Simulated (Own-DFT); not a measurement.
# One host, several defects: zincblende InP

Everything here is calculated. The program is Own-DFT (plane waves, in-house, since retired, never reviewed by a person); positions were held fixed, and spin and spin-orbit coupling were off.

Method: PBE; PseudoDojo norm-conserving scalar-relativistic files; cutoff 36 hartree; 3 x 3 x 3 k mesh centred on Gamma; Fermi-Dirac smearing of 0.1 eV.

Limits (not all hold for every row): not probed for a lower state with spin; forces on such cells moved up to 12 meV/angstrom on a denser k mesh; stress not checked against mesh or cutoff.

All runs share one cell, with vectors in Å (11.737, 0.000, 0.000); (0.000, 11.737, 0.000); (0.000, 0.000, 11.737) and a volume of 1617.0 Å³. Atoms were moved at random from their sites; u is the rms move along one axis. The defect's site can differ from row to row.

| cell | formula | u (Å) | P (GPa) |
|---|---|---|---|
| no defect | In32P32 | 0.0215 | 3.20 |
| no defect | In32P32 | 0.0480 | 3.56 |
| no defect | In32P32 | 0.0491 | 3.58 |
| two P vacancies | In32P30 | 0.0283 | 2.93 |
| two P vacancies | In32P30 | 0.0286 | 2.87 |
| two P vacancies | In32P30 | 0.0307 | 3.01 |
| one In on a P site and one P on an In site | In32P32 | 0.0297 | 3.68 |
| one In on a P site and one P on an In site | In32P32 | 0.0297 | 3.59 |
| one In on a P site and one P on an In site | In32P32 | 0.0486 | 3.94 |
| one In on a P site and one P on an In site | In32P32 | 0.0497 | ? |
| one In on a P site | In33P31 | 0.0286 | 4.12 |
| one In on a P site | In33P31 | 0.0297 | 4.12 |
| one In on a P site | In33P31 | 0.0328 | 4.14 |
| one P on an In site | In31P33 | 0.0298 | 3.11 |
| one P on an In site | In31P33 | 0.0431 | 3.26 |
| one P on an In site | In31P33 | 0.0518 | 3.43 |

## Worked fit

P = P0 + c u² + a shift for each defect gives P0 = 3.11 GPa, c = 191 ± 16 GPa/Å² and a scatter of 0.04 GPa. The shifts, and each times the cell's volume:

- one In on a P site: 0.83 ± 0.03 GPa, 8.4 eV
- one In on a P site and one P on an In site: 0.36 ± 0.03 GPa, 3.6 eV
- one P on an In site: -0.19 ± 0.03 GPa, -1.9 eV
- two P vacancies: -0.34 ± 0.03 GPa, -3.4 eV (-1.7 eV for each of its 2 sites)

Against the defect-free cell, a freed cell would be larger where the shift is positive and smaller where it is negative (160.2 GPa Å³ is 1 eV). The atoms around the defects weren't relaxed, which would change these numbers.

## Test on the hidden row

The question: what pressure belongs in the blank (one In on a P site and one P on an In site, u = 0.0497 Å)?

The fitted form gives 3.94 ± 0.05 GPa. The run itself gave 3.82 GPa.
